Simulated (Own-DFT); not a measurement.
Simulation results for GaP (zincblende, atoms displaced)

A calculation, not a measurement: plane-wave PBE density functional theory by an unreviewed code, no spin, of a simulated periodic cell, stress positive in tension, free energy of the whole cell less one offset for each atom, forces on such cells passed a denser k mesh, this cell's mesh not checked; offsets are fitted by least squares, one for each functional and potential file, so energies compare only between cells with the same atoms and settings and are not formation energies; the far tail of each file's local potential was reset to the Coulomb form; each entry is a single point on an unrelaxed cell, so the pressure reflects the starting lattice, mostly measured values (interpolated for alloys), from which strain is counted, and rises with the displacements; printed positions are rounded, which can move forces by about a meV/angstrom; the program, named Own-DFT, is a retired in-house code; no spin-orbit coupling; before rounding, a Quantum ESPRESSO 7.3.1 run of the same cell and cutoff gave forces within 1 meV/angstrom rms on each cell, which checks the program and not the settings. Program: Own-DFT development build.

Common to all runs: functional PBE; potential files PseudoDojo norm-conserving, scalar-relativistic, standard set; wave cutoff 42 hartree; occupations Fermi-Dirac; smearing width 0.1 eV; k mesh 2 x 3 x 3 centred on Gamma.

(1) 
```xyz
96
Lattice="16.3515 0.0000 0.0000 0.0000 10.9010 0.0000 0.0000 0.0000 10.9010" Properties=species:S:1:pos:R:3:force_x:R:1:force_y:R:1:force_z:R:1 formula=GaP free_energy_of_cell_above_offsets=-53.551 pressure=2.73 stress_xx=-2.72 stress_yy=-2.73 stress_zz=-2.74 stress_yz=-0.27 stress_xz=-0.09 stress_xy=0.06
Ga     0.0325     0.0201     0.0154     -0.373     -0.476      -0.05
Ga    16.3394     2.7080     2.7342      0.065        0.2     -0.232
Ga     2.7352     0.0118     2.7195     -0.047     -0.435      0.151
Ga     2.7457     2.7157    10.8787     -0.428      0.175      0.231
P      1.3650     1.3400     1.3749      0.181      0.505     -0.031
P      1.3230     4.0640     4.1252      0.523      0.217     -0.507
P      4.0810     1.3593     4.0861      0.254      0.086      0.019
P      4.0971     4.0917     1.3515     -0.352     -0.231      0.342
Ga     0.0073     0.0217     5.4511      0.102     -0.207      0.019
Ga    16.3165     2.7401     8.1610      0.428     -0.249      0.026
Ga     2.7399    10.8788     8.1750     -0.159      0.412      0.353
Ga     2.7138     2.7103     5.4438      0.077      0.025      0.093
P      1.3790     1.3512     6.8218      -0.17       0.15      0.104
P      1.3274     4.0872     9.5301      0.399     -0.146      -0.08
P      4.0987     1.3655     9.5684      0.116     -0.262      -0.49
P      4.0782     4.0762     6.8201     -0.041      0.095     -0.182
Ga    16.3274     5.4365    10.8643      0.187      0.237      0.329
Ga     0.0077     8.1907     2.7241      0.096      -0.51     -0.134
Ga     2.7513     5.4713     2.7353     -0.485     -0.577     -0.074
Ga     2.6939     8.1518     0.0014      0.317      0.317     -0.082
P      1.3926     6.7969     1.3423     -0.614     -0.089      0.256
P      1.3374     9.5126     4.0888      0.393      0.458       0.02
P      4.0880     6.7924     4.0781     -0.107      0.454      0.392
P      4.0933     9.5063     1.3741      -0.13      0.127     -0.144
Ga     0.0098     5.4293     5.4742     -0.058      0.501      -0.28
Ga     0.0470     8.1483     8.1485     -0.479      0.217      0.413
Ga     2.7358     5.4507     8.1783     -0.212     -0.137      0.065
Ga     2.7427     8.2072     5.4564     -0.329     -0.414     -0.242
P      1.3697     6.8113     6.8175      0.314     -0.203     -0.303
P      1.3679     9.5385     9.5327     -0.097     -0.067      0.114
P      4.0612     6.8069     9.5436      0.396      0.089     -0.018
P      4.0382     9.5423     6.8192      0.922     -0.048     -0.096
Ga     5.4695    10.8709     0.0009     -0.293      0.092      0.157
Ga     5.4638     2.7306     2.7088     -0.199      0.045      0.302
Ga     8.1997    10.8542     2.6923     -0.451      0.805       0.55
Ga     8.1485     2.7464     0.0063      0.033     -0.308     -0.119
P      6.7777     1.3568     1.3726      0.524     -0.192     -0.134
P      6.8135     4.0910     4.1056     -0.325      0.101      0.023
P      9.5301     1.3925     4.1004      0.194     -0.656     -0.284
P      9.5182     4.0556     1.3940      0.223      0.439     -0.384
Ga     5.4761     0.0043     5.4642     -0.529     -0.266     -0.239
Ga     5.4553     2.7279     8.1512     -0.097     -0.009      0.393
Ga     8.1713     0.0099     8.1575      0.007     -0.352     -0.107
Ga     8.1792     2.7221     5.4277     -0.185      0.093      0.489
P      6.7792     1.3380     6.8158      0.528      0.422     -0.085
P      6.7788     4.1123     9.5536      0.103     -0.167      -0.19
P      9.5137     1.3417     9.5061      0.184      0.224      0.548
P      9.5281     4.0963     6.8291     -0.032     -0.082     -0.012
Ga     5.4215     5.4421     0.0373      0.045      0.262     -0.434
Ga     5.4403     8.1607     2.7541      0.242     -0.012     -0.307
Ga     8.1842     5.4362     2.7585     -0.059      0.186     -0.181
Ga     8.1518     8.1670     0.0111      0.117      0.069     -0.125
P      6.8049     6.7934     1.3453      0.032       0.07       0.53
P      6.8146     9.5335     4.0872      0.046     -0.073      0.105
P      9.5519     6.8130     4.1163      0.033     -0.293      -0.16
P      9.5094     9.5384     1.3955      0.735     -0.265     -0.764
Ga     5.4139     5.4862     5.4658      0.349     -0.452      0.078
Ga     5.4637     8.1823     8.1766     -0.342     -0.235     -0.129
Ga     8.1467     5.4816     8.1967      0.249      -0.53       0.07
Ga     8.1724     8.1440     5.4416      0.063      0.313      0.064
P      6.8456     6.7975     6.8189     -0.572       0.32     -0.099
P      6.7970     9.5400     9.5192      0.377     -0.032      0.099
P      9.5227     6.7710     9.5665      0.166      0.674     -0.235
P      9.5542     9.5194     6.7983     -0.312      0.163       0.01
Ga    10.9560     0.0055    10.8836     -0.806      0.071      0.278
Ga    10.8985     2.7293     2.7193     -0.036     -0.171      0.037
Ga    13.6040     0.0011     2.7482      0.137      0.034     -0.296
Ga    13.6073     2.7299     0.0070      0.586      0.078     -0.018
P     12.2719     1.3801     1.3527     -0.068     -0.191      0.289
P     12.2563     4.0750     4.0726      0.306     -0.422      0.392
P     14.9892     1.3568     4.0850       0.09      -0.24     -0.118
P     15.0021     4.1207     1.3733     -0.317     -0.342      0.081
Ga    10.9183    10.8893     5.4476     -0.247     -0.076     -0.315
Ga    10.8989     2.6999     8.1703     -0.056      0.242      0.065
Ga    13.6335     0.0161     8.1759      0.052     -0.234      0.052
Ga    13.6923     2.6824     5.4545     -0.697      0.372      0.046
P     12.2470     1.3371     6.7982      0.431      0.285      0.101
P     12.2602     4.0787     9.5679     -0.014      0.111     -0.513
P     15.0187     1.3570     9.5347     -0.376      0.155      0.207
P     15.0120     4.0962     6.7963     -0.397     -0.139      0.153
Ga    10.9150     5.4738     0.0077     -0.314     -0.532      0.202
Ga    10.8902     8.1667     2.7473     -0.197     -0.033     -0.231
Ga    13.6052     5.4427     2.7810      0.191       0.25     -0.484
Ga    13.6208     8.1547     0.0227     -0.021      0.222      0.055
P     12.2320     6.8160     1.3689      0.318     -0.068      0.273
P     12.2682     9.5143     4.0526     -0.202      0.324      0.365
P     14.9976     6.8210     4.0830     -0.008     -0.061       0.29
P     14.9832     9.5202     1.4072      0.017       0.38     -0.534
Ga    10.9304     5.4094     5.4440     -0.225      0.255      0.235
Ga    10.9001     8.1840     8.1662     -0.022     -0.274      0.324
Ga    13.6577     5.4475     8.1676     -0.455     -0.086      0.034
Ga    13.6218     8.2164     5.4454      0.309     -0.283       0.05
P     12.2753     6.8222     6.7978      0.022     -0.126      0.119
P     12.2627     9.5474     9.5664      0.315     -0.333     -0.418
P     14.9607     6.8098     9.5435      0.388      0.239     -0.184
P     15.0216     9.5426     6.8154     -0.247      0.029      0.055
```

Units: free_energy_of_cell_above_offsets in eV; pressure, stress_xx, stress_yy, stress_zz, stress_yz, stress_xz, stress_xy in GPa; force_x, force_y, force_z in eV/Å.

(2) 
```xyz
96
Lattice="16.3515 0.0000 0.0000 0.0000 10.9010 0.0000 0.0000 0.0000 10.9010" Properties=species:S:1:pos:R:3:force_x:R:1:force_y:R:1:force_z:R:1 formula=GaP free_energy_of_cell_above_offsets=-53.528 pressure=2.72 stress_xx=-2.72 stress_yy=-2.73 stress_zz=-2.72 stress_yz=0.04 stress_xz=0.17 stress_xy=0.09
Ga    16.3368     0.0057    10.8956      0.189     -0.144      0.194
Ga    16.3360     2.7026     2.7082      0.006      0.271      0.289
Ga     2.7109     0.0554     2.7784      0.189     -0.647     -0.375
Ga     2.7151     2.7332     0.0366      0.201      0.145      -0.52
P      1.3880     1.3771     1.3824     -0.393     -0.259     -0.256
P      1.3656     4.0912     4.1080     -0.286     -0.193     -0.289
P      4.0970     1.3644     4.1073     -0.043      -0.02      0.105
P      4.0947     4.1047     1.3613     -0.231       0.03      0.203
Ga     0.0562    10.8851     5.4515     -0.687      0.229      0.232
Ga    16.3316     2.7173     8.1633     -0.113       0.11     -0.017
Ga     2.7231    10.8965     8.1949      0.208      0.276     -0.151
Ga     2.7068     2.7077     5.4454      0.213      0.301      0.085
P      1.3574     1.3919     6.8102      0.135     -0.412      0.161
P      1.3212     4.0854     9.5120        0.5     -0.269      0.278
P      4.1459     1.3697     9.5440      -0.82     -0.068      0.228
P      4.0671     4.0756     6.8185       0.41      0.011     -0.087
Ga     0.0167     5.4462    10.8766     -0.148      0.124      0.154
Ga     0.0049     8.1248     2.7350     -0.147      0.587     -0.285
Ga     2.6987     5.4762     2.7558     -0.055     -0.398     -0.525
Ga     2.7291     8.1847     0.0071     -0.132     -0.053     -0.353
P      1.3544     6.8281     1.3429      0.169     -0.214      0.081
P      1.3255     9.5516     4.0822      0.652      -0.48     -0.078
P      4.0695     6.7838     4.0618      0.436      0.355      0.309
P      4.0757     9.5270     1.3388     -0.062      0.555      0.472
Ga    16.3467     5.4780     5.4297      0.152     -0.197      0.085
Ga     0.0041     8.1803     8.1641     -0.148     -0.338     -0.052
Ga     2.7313     5.4291     8.1885     -0.021      0.052     -0.024
Ga     2.7339     8.1345     5.4323      -0.16      0.336      0.163
P      1.3648     6.7729     6.8117      0.069      0.412      0.071
P      1.3485     9.5394     9.5006        0.1      0.006      0.538
P      4.1054     6.7959     9.5507     -0.397      0.406     -0.381
P      4.0961     9.5126     6.8451     -0.291      0.337     -0.615
Ga     5.4597     0.0055     0.0065       0.01     -0.043      0.192
Ga     5.4238     2.7098     2.7355      0.345      0.348     -0.081
Ga     8.1894     0.0130     2.7430     -0.001      0.005     -0.011
Ga     8.1611     2.7207     0.0064      0.107      0.181     -0.011
P      6.8290     1.3664     1.3706     -0.259     -0.071      0.161
P      6.8102     4.1155     4.1003      0.177     -0.318     -0.333
P      9.5476     1.3720     4.0941     -0.028      0.055      0.203
P      9.5541     4.0683     1.3569     -0.061      0.199     -0.085
Ga     5.4657     0.0160     5.4617     -0.058      -0.47     -0.001
Ga     5.4587     2.7180     8.2077      0.201      0.216     -0.549
Ga     8.1835    10.8757     8.1985      -0.12      0.277     -0.222
Ga     8.1592     2.7269     5.4876      0.099      0.095     -0.466
P      6.8209     1.3517     6.7930     -0.069      0.045      0.604
P      6.8391     4.1003     9.5284     -0.351      -0.09      0.265
P      9.5092     1.3947     9.5236      0.272     -0.196     -0.051
P      9.5138     4.0972     6.8118      0.375      0.167     -0.052
Ga     5.4226     5.4597    10.8717      0.468     -0.294      0.281
Ga     5.4265     8.1619     2.6981      0.266       0.26      0.309
Ga     8.1904     5.4654     2.6818     -0.001     -0.038      0.332
Ga     8.1688     8.2014    10.8809     -0.087     -0.147      0.201
P      6.7948     6.8175     1.3448      0.167      -0.01     -0.129
P      6.8628     9.5362     4.1118     -0.709     -0.141     -0.328
P      9.5642     6.8237     4.1100     -0.243     -0.098     -0.379
P      9.5113     9.5588     1.3548      0.356     -0.256      0.119
Ga     5.4778     5.4671     5.4464     -0.385      -0.15      0.216
Ga     5.4507     8.1963     8.1655      0.143     -0.393      0.236
Ga     8.1758     5.4570     8.2004      0.241      0.016     -0.144
Ga     8.1523     8.1323     5.4656       0.51      0.409     -0.021
P      6.8382     6.8113     6.8260     -0.405     -0.035      0.198
P      6.7919     9.5493     9.5397       0.14     -0.101     -0.052
P      9.5403     6.8176     9.5543      0.056       0.16     -0.169
P      9.5379     9.5685     6.8009     -0.013     -0.735      0.339
Ga    10.8718    10.8876    10.8586      0.028      0.478      0.407
Ga    10.9019     2.6994     2.7063     -0.084      0.274      0.311
Ga    13.6496    10.8874     2.7409      -0.66      0.101     -0.255
Ga    13.6326     2.7151    10.8721      0.127      0.188      0.437
P     12.2523     1.3949     1.3745      0.283     -0.702     -0.409
P     12.2930     4.0618     4.0773     -0.444      0.258     -0.095
P     14.9678     1.3199     4.0741      0.543      0.338      0.388
P     15.0186     4.1215     1.3661     -0.383     -0.286     -0.146
Ga    10.8978    10.8903     5.4763      0.125      0.283     -0.283
Ga    10.9070     2.7113     8.1218     -0.222      0.436      0.551
Ga    13.6176     0.0109     8.1735      0.091     -0.123     -0.219
Ga    13.6448     2.7389     5.4175      0.241     -0.095      0.367
P     12.2688     1.3899     6.8174      0.253     -0.305     -0.387
P     12.2788     4.0902     9.5498     -0.222     -0.119     -0.408
P     14.9820     1.3419     9.5214      0.095      0.223      0.066
P     15.0134     4.1334     6.8071     -0.173      -0.57     -0.277
Ga    10.9084     5.4590    10.8876     -0.131     -0.243      0.083
Ga    10.9267     8.1814     2.7424     -0.561      0.029     -0.316
Ga    13.5748     5.4615     2.7031      0.589     -0.133      0.155
Ga    13.5793     8.1831     0.0152      0.442     -0.044     -0.111
P     12.2400     6.8079     1.3646     -0.064      0.175     -0.069
P     12.2401     9.5300     4.0756      0.379       0.25      0.315
P     15.0006     6.8189     4.0838     -0.451     -0.253     -0.131
P     14.9611     9.5451     1.3822      0.391     -0.332       -0.2
Ga    10.9257     5.4580     5.4260      0.049     -0.161      0.388
Ga    10.9415     8.1622     8.1818     -0.505       0.46      0.098
Ga    13.6321     5.4245     8.1487      0.074      0.226      0.511
Ga    13.6426     8.1803     5.4280     -0.241     -0.031      0.225
P     12.2789     6.8228     6.8680      0.117      -0.19     -0.853
P     12.2733     9.5729     9.5450     -0.127     -0.319     -0.139
P     14.9939     6.8068     9.5524     -0.244      0.209     -0.147
P     14.9865     9.5283     6.8104      0.051      0.281     -0.068
```

Units: free_energy_of_cell_above_offsets in eV; pressure, stress_xx, stress_yy, stress_zz, stress_yz, stress_xz, stress_xy in GPa; force_x, force_y, force_z in eV/Å.
